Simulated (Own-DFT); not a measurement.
# Computed records: In3GaP4 (zincblende random alloy, atoms displaced), InGa3As4 (zincblende random alloy, strained, atoms displaced)

A calculation, not a measurement: plane-wave PBE density functional theory by an unreviewed code, no spin, of a simulated periodic cell, stress positive in tension, free energy of the whole cell less one offset for each atom, forces on such cells passed a denser k mesh, this cell's mesh not checked; offsets are fitted by least squares, one for each functional and potential file, so energies compare only between cells with the same atoms and settings and are not formation energies; the far tail of each file's local potential was reset to the Coulomb form; each entry is a single point on an unrelaxed cell, so the pressure reflects the starting lattice, mostly measured values, from which strain is counted, and rises with the displacements; printed positions are rounded, which can move forces by about a meV/angstrom; the program is a retired in-house code; no spin-orbit coupling; before rounding, a Quantum ESPRESSO 7.3.1 run of the same cell and cutoff gave forces within 1 meV/angstrom rms on each cell, which checks the program and not the settings. Program: Own-DFT development build.

Common to all runs: functional PBE; potential files PseudoDojo norm-conserving, scalar-relativistic, standard set; wave cutoff 42 hartree; occupations Fermi-Dirac; smearing width 0.1 eV; k mesh 3 x 3 x 3 centred on Gamma.

(1) In3GaP4 (zincblende random alloy, atoms displaced)

```
CELL_PARAMETERS angstrom
11.52830 0.00000 0.00000
0.00000 11.52830 0.00000
0.00000 0.00000 11.52830
ATOMIC_POSITIONS crystal
In 0.00429 0.99719 0.99991
In 0.99571 0.24953 0.24985
Ga 0.26127 0.00833 0.24730
In 0.26206 0.24689 0.00652
P 0.12555 0.11493 0.12985
P 0.12841 0.37825 0.36837
P 0.36618 0.12358 0.38772
P 0.37207 0.37133 0.13057
In 0.00126 0.99674 0.49993
In 0.00938 0.24285 0.74553
In 0.25269 0.00356 0.75005
In 0.24055 0.24205 0.50236
P 0.11729 0.12937 0.62332
P 0.11798 0.37061 0.87617
P 0.37757 0.13068 0.89248
P 0.37302 0.37300 0.62280
In 0.98897 0.50224 0.01541
In 0.00009 0.74326 0.25263
In 0.23908 0.50640 0.25627
In 0.25376 0.75566 0.99776
P 0.12989 0.62831 0.12214
P 0.11617 0.88300 0.37211
P 0.38855 0.62384 0.36581
P 0.38252 0.87444 0.14186
Ga 0.99234 0.50432 0.49429
In 0.98238 0.74150 0.75313
In 0.26817 0.50333 0.74168
In 0.24254 0.74483 0.49850
P 0.12691 0.62930 0.62998
P 0.12513 0.87034 0.86841
P 0.37983 0.63681 0.87047
P 0.37875 0.87456 0.62097
Ga 0.49873 0.00798 0.98645
In 0.50052 0.24815 0.25061
In 0.75640 0.00462 0.25319
In 0.73997 0.24802 0.99506
P 0.63409 0.13038 0.11889
P 0.62373 0.38006 0.38595
P 0.87723 0.12736 0.36858
P 0.87638 0.37890 0.12722
In 0.48712 0.00519 0.50468
Ga 0.51291 0.24502 0.76393
In 0.74766 0.98993 0.75686
Ga 0.74400 0.24357 0.50857
P 0.62608 0.11764 0.64312
P 0.62075 0.37911 0.87364
P 0.87273 0.12686 0.87048
P 0.88371 0.37508 0.61918
Ga 0.51234 0.49858 0.01801
Ga 0.50775 0.74643 0.25934
In 0.76003 0.49860 0.22892
In 0.75928 0.75292 0.99389
P 0.63171 0.62253 0.13843
P 0.62118 0.86990 0.36709
P 0.88296 0.61653 0.37924
P 0.87666 0.86118 0.13108
In 0.49960 0.50383 0.50286
In 0.49810 0.75668 0.74930
Ga 0.75424 0.49802 0.75991
In 0.74699 0.74384 0.50745
P 0.62673 0.61218 0.61485
P 0.62012 0.87140 0.86118
P 0.87234 0.63250 0.87324
P 0.88075 0.88057 0.62424
```

| Quantity | Value |
| --- | --- |
| free energy of cell above offsets | -25.801 eV |
| pressure | 5.18 GPa |
| stress xx | -5.12 GPa |
| stress yy | -5.41 GPa |
| stress zz | -5.01 GPa |
| stress yz | 0.48 GPa |
| stress xz | 0.78 GPa |
| stress xy | -0.24 GPa |

Force:
```tsv
element	x (eV/Å)	y (eV/Å)	z (eV/Å)
In	-0.667	-0.4	-0.234
In	1.171	0.361	-0.345
Ga	-0.68	-0.698	0.615
In	-2.803	1.079	0.474
P	0.993	0.544	0.419
P	-1.684	-0.529	1.868
P	0.122	0.031	-2.49
P	0.955	1.831	0.013
In	-0.317	0.959	-0.277
In	-1.673	1.563	1.192
In	0.098	0.038	-0.05
In	0.154	1.809	-0.158
P	1.177	-2.119	-0.323
P	1.135	0.911	0.602
P	1.478	-1.034	-2.872
P	1.377	-1.711	0.164
In	1.783	0.657	-2.054
In	0.655	-0.066	0.444
In	1.673	0.321	-0.891
In	0.359	0.366	0.508
P	-0.344	0.161	-0.241
P	2.112	-0.421	-1.06
P	-1.04	0.717	0.282
P	0.456	0.536	-0.924
Ga	1.43	-0.82	0.875
In	2.484	1.61	-1.76
In	-1.635	0.081	1.367
In	0.625	0.788	-0.967
P	-1.28	-1.343	-0.431
P	-0.353	0.27	-0.032
P	0.486	-1.76	1.64
P	-1.415	-0.384	0.357
Ga	0.969	-1.175	1.529
In	0.331	0.013	0.859
In	-0.781	-1.09	-0.849
In	1.681	1.14	-0.79
P	-1.971	-2.02	0.768
P	1.391	-1.49	-0.931
P	-0.843	0.427	2.406
P	-0.036	-3.086	-1.173
In	2.048	-0.378	-0.242
Ga	-1.049	0.188	-0.694
In	1.509	0.653	-0.436
Ga	0.168	0.642	-0.263
P	-0.556	1.55	-1.439
P	-0.071	1.033	0.052
P	0.293	-0.349	0.558
P	-1.153	0.256	0.186
Ga	-0.904	0.104	-0.581
Ga	-0.26	0.159	-0.761
In	-0.823	0.153	3.959
In	-2.09	0.48	0.806
P	-1.925	1.69	-1.835
P	0.229	0.563	0.946
P	-1.019	0.292	-0.29
P	-0.131	1.618	-0.497
In	-1.205	-1.142	-0.582
In	0.207	-1.486	-1.716
Ga	-0.089	-0.144	-1.228
In	0.678	0.801	-1.018
P	0.989	0.786	3.312
P	-0.041	0.684	3.264
P	-1.192	-3.395	0.746
P	-1.184	-0.827	0.225
```

(2) In3GaP4 (zincblende random alloy, atoms displaced)

```
CELL_PARAMETERS angstrom
11.52830 0.00000 0.00000
0.00000 11.52830 0.00000
0.00000 0.00000 11.52830
ATOMIC_POSITIONS crystal
In 0.00016 0.98629 0.00366
In 0.98570 0.25464 0.26196
Ga 0.25177 0.00036 0.24443
In 0.25215 0.24843 0.00979
P 0.12216 0.11920 0.13679
P 0.12576 0.38347 0.37112
P 0.38622 0.12765 0.37640
P 0.38364 0.37522 0.13736
In 0.00853 0.00621 0.49873
In 0.99134 0.25568 0.74104
In 0.24901 0.00715 0.75083
In 0.25253 0.24411 0.49675
P 0.12334 0.12763 0.63489
P 0.12361 0.38522 0.86614
P 0.37926 0.12320 0.87212
P 0.38559 0.39537 0.62920
Ga 0.98930 0.49654 0.00895
In 0.00065 0.74092 0.23870
In 0.24169 0.49420 0.25462
In 0.24847 0.76139 0.00344
P 0.12856 0.62622 0.11905
P 0.12283 0.87198 0.36216
P 0.37524 0.62113 0.37544
P 0.38500 0.89077 0.12265
In 0.99635 0.48717 0.50397
In 0.99854 0.74580 0.74475
Ga 0.25683 0.50480 0.75422
In 0.24691 0.75804 0.50294
P 0.11346 0.63768 0.61823
P 0.12586 0.88511 0.88170
P 0.37070 0.61069 0.87844
P 0.38064 0.87055 0.62549
Ga 0.50340 0.00589 0.99930
Ga 0.50140 0.25513 0.25619
In 0.74968 0.00573 0.25116
Ga 0.75460 0.25489 0.00204
P 0.61937 0.12717 0.12084
P 0.62600 0.37753 0.37846
P 0.89605 0.11360 0.37196
P 0.86109 0.37725 0.12215
In 0.50775 0.99516 0.50041
In 0.49906 0.24762 0.74312
In 0.75628 0.00307 0.74670
Ga 0.74710 0.25537 0.50263
P 0.62186 0.11912 0.62484
P 0.63106 0.37277 0.87928
P 0.86078 0.12488 0.87674
P 0.87514 0.36844 0.63276
In 0.51104 0.49573 0.99823
In 0.49370 0.74501 0.25635
In 0.75910 0.50392 0.26070
In 0.75475 0.74936 0.00972
P 0.62469 0.62802 0.11995
P 0.63307 0.87971 0.37717
P 0.86911 0.63272 0.38032
P 0.86937 0.87207 0.12332
In 0.50903 0.49216 0.49850
In 0.49311 0.74707 0.74647
Ga 0.74907 0.50006 0.74758
In 0.74103 0.74534 0.49015
P 0.62467 0.62700 0.62916
P 0.61954 0.86995 0.87012
P 0.88218 0.63114 0.88033
P 0.87120 0.87333 0.61555
```

| Item | Value |
| --- | --- |
| free energy of cell above offsets | -27.788 eV |
| pressure | 4.62 GPa |
| stress xx | -4.59 GPa |
| stress yy | -4.57 GPa |
| stress zz | -4.71 GPa |
| stress yz | 0.09 GPa |
| stress xz | 0.69 GPa |
| stress xy | 0.16 GPa |

Force:
```tsv
element	x (eV/Å)	y (eV/Å)	z (eV/Å)
In	-0.882	2.081	0.44
In	1.394	1.061	-1.822
Ga	0.214	0.036	0.439
In	-0.285	0.126	-0.511
P	0.088	0.358	-0.133
P	-1.178	-2.094	1.504
P	-0.493	-0.514	-1.231
P	0.109	-0.32	-0.199
In	0.831	-1.875	1.105
In	1.492	-1.65	3.002
In	0.671	-1.022	0.161
In	0.154	1.002	0.664
P	0.2	0.352	-1.146
P	-0.032	0.02	0.99
P	0.409	0.109	1.257
P	-2.225	-1.474	0.741
Ga	0.851	0.443	-1.041
In	-0.572	0.447	0.663
In	1.706	1.664	-1.545
In	1.106	-0.37	-0.294
P	-0.577	-1.575	-0.416
P	1.018	0.937	0.031
P	-0.611	-0.219	0.852
P	-0.458	-0.088	0.447
In	-0.057	1.411	-0.049
In	-0.454	1.679	1.053
Ga	-0.999	0.006	-0.671
In	0.174	-0.347	-0.914
P	1.808	-2.371	0.018
P	0.316	-1.3	-1.955
P	-0.157	1.228	-0.005
P	-1.115	1.279	-0.292
Ga	0.18	-0.377	-0.84
Ga	0.226	-0.436	-0.266
In	0.159	0.182	-0.527
Ga	-0.969	-0.732	-0.448
P	0.221	1.123	0.127
P	1.124	-2.113	-0.996
P	-3.528	1.068	0.684
P	1.197	-0.284	-0.261
In	-0.77	0.037	-0.124
In	0.194	0.669	0.543
In	-0.95	-1.2	-0.149
Ga	0.093	-0.863	0.047
P	1.309	1.437	-0.65
P	1.202	-0.543	-1.151
P	1.518	1.077	1.328
P	-3.332	1.814	-1.952
In	-0.818	0.046	0.492
In	0.75	0.973	-0.84
In	-1.399	0.191	-0.949
In	-1.135	-0.128	-1.88
P	-0.069	-0.425	1.467
P	-1.076	-0.363	-1.141
P	2.157	-1.05	-0.355
P	0.56	0.743	1.364
In	-0.343	1.971	0.132
In	0.071	-0.854	1.38
Ga	0.153	0.306	0.777
In	-0.094	0.522	1.785
P	0.887	-1.079	0.02
P	0.274	0.994	1.093
P	-0.712	-1.921	-0.021
P	0.476	0.194	0.169
```

(3) InGa3As4 (zincblende random alloy, strained, atoms displaced)

```
CELL_PARAMETERS angstrom
11.30660 0.00000 0.00000
0.00000 11.30660 0.00000
0.00000 0.00000 11.73180
ATOMIC_POSITIONS crystal
In 0.99620 0.00513 0.99834
In 0.00519 0.25674 0.24239
Ga 0.25452 0.99930 0.24788
In 0.23744 0.24897 0.99604
As 0.12861 0.12150 0.11998
As 0.12274 0.38065 0.37193
As 0.37178 0.12629 0.38156
As 0.37196 0.37969 0.12457
Ga 0.99499 0.99782 0.50739
Ga 0.99125 0.24700 0.74977
Ga 0.24936 0.99723 0.75798
Ga 0.25025 0.24566 0.50105
As 0.12625 0.12887 0.62984
As 0.12458 0.37906 0.87211
As 0.37199 0.11951 0.87756
As 0.37763 0.37792 0.62343
Ga 0.99471 0.49144 0.99829
Ga 0.99308 0.75249 0.25577
In 0.25077 0.49776 0.24157
Ga 0.24514 0.75606 0.99819
As 0.12361 0.62686 0.11676
As 0.12434 0.87616 0.37328
As 0.37454 0.61945 0.37629
As 0.36973 0.87789 0.11970
Ga 0.99997 0.50440 0.49493
Ga 0.00920 0.74345 0.75328
Ga 0.24592 0.49342 0.75361
In 0.25151 0.75413 0.50013
As 0.13617 0.62363 0.63007
As 0.12504 0.87350 0.87788
As 0.36534 0.62971 0.87820
As 0.37552 0.87235 0.62874
Ga 0.50292 0.00191 0.00105
In 0.49653 0.24862 0.25049
Ga 0.74944 0.99663 0.24508
Ga 0.74533 0.24798 0.99948
As 0.62211 0.12893 0.13084
As 0.63090 0.37789 0.38011
As 0.87308 0.12801 0.36590
As 0.87473 0.38154 0.12230
Ga 0.49251 0.99789 0.50064
Ga 0.49871 0.25582 0.74955
In 0.75172 0.00126 0.75203
In 0.75084 0.25570 0.50891
As 0.62199 0.13439 0.62519
As 0.62303 0.37810 0.87320
As 0.87613 0.11628 0.87609
As 0.87993 0.37455 0.62258
Ga 0.49842 0.50905 0.99413
Ga 0.50212 0.74361 0.24508
Ga 0.74933 0.49884 0.24376
Ga 0.74755 0.74939 0.99586
As 0.62662 0.62980 0.12489
As 0.62118 0.87862 0.38156
As 0.86726 0.63030 0.37704
As 0.87254 0.87572 0.12762
Ga 0.50449 0.49501 0.50010
Ga 0.49939 0.75375 0.74278
Ga 0.75171 0.49455 0.75071
Ga 0.75315 0.74655 0.50511
As 0.62851 0.62266 0.62861
As 0.62083 0.87280 0.87546
As 0.87923 0.61834 0.87305
As 0.87864 0.87626 0.62299
```

| Property | Result |
| --- | --- |
| free energy of cell above offsets | -21.639 eV |
| pressure | 5.91 GPa |
| stress xx | -6.58 GPa |
| stress yy | -6.46 GPa |
| stress zz | -4.67 GPa |
| stress yz | 0.3 GPa |
| stress xz | 0.3 GPa |
| stress xy | 0.29 GPa |

Force:
```tsv
element	x (eV/Å)	y (eV/Å)	z (eV/Å)
In	0.808	-1.582	1.147
In	-0.256	-0.841	0.241
Ga	-0.365	0.103	0.394
In	1.75	0.569	-0.08
As	0.225	-0.925	2.048
As	0.48	-0.302	2.076
As	-0.605	-1.047	-0.011
As	1.733	-0.786	-2.305
Ga	0.697	0.978	-1.267
Ga	0.675	0.289	0.255
Ga	0.024	0.025	-0.656
Ga	-0.483	0.931	0.179
As	-0.207	-0.649	-0.006
As	-1.879	-0.021	-0.844
As	1.211	0.205	-0.809
As	-0.541	-0.293	0.193
Ga	0.739	1.086	-0.25
Ga	0.574	-0.256	-0.542
In	-0.811	1.401	0.945
Ga	0.136	-0.371	0.392
As	-1.339	0.691	-0.028
As	-0.859	1.04	-0.568
As	1.564	0.221	-0.129
As	0.881	-0.398	0.427
Ga	0.23	0.298	0.512
Ga	-0.42	0.216	-0.34
Ga	0.961	0.588	-0.376
In	0.047	-0.414	-0.535
As	-1.536	-0.865	0.09
As	0.092	-0.322	-0.997
As	0.639	-0.07	-0.837
As	0.345	1.634	0.637
Ga	-0.175	-0.014	0.086
In	-0.271	1.189	0.852
Ga	-0.365	0.273	0.832
Ga	0.195	0.202	-0.057
As	1.303	-1.484	-1.623
As	-0.499	1.032	-1.233
As	-0.019	-1.23	0.819
As	-1.262	-0.302	-0.788
Ga	0.458	0.362	0.532
Ga	-0.386	-0.535	0.285
In	-1.166	-0.485	-1.021
In	0.428	-1.053	-1.473
As	-1.685	-1.358	0.54
As	-0.003	-0.206	0.398
As	-0.862	3.519	-0.372
As	1.181	1.59	1.378
Ga	-0.081	-0.213	0.499
Ga	-0.702	0.836	0.896
Ga	-0.246	0.465	0.669
Ga	0.548	-0.055	0.047
As	0.123	-0.672	-0.565
As	0.34	-0.591	-0.669
As	0.416	-0.769	-0.477
As	-0.562	-1.01	-0.015
Ga	-0.116	0.83	-0.06
Ga	0.13	-0.857	0.907
Ga	0.263	0.25	-0.179
Ga	-0.673	0.718	0.064
As	-0.23	-0.056	-0.117
As	-0.459	-0.46	0.489
As	-0.486	0.512	0.08
As	0.352	-1.56	0.32
```
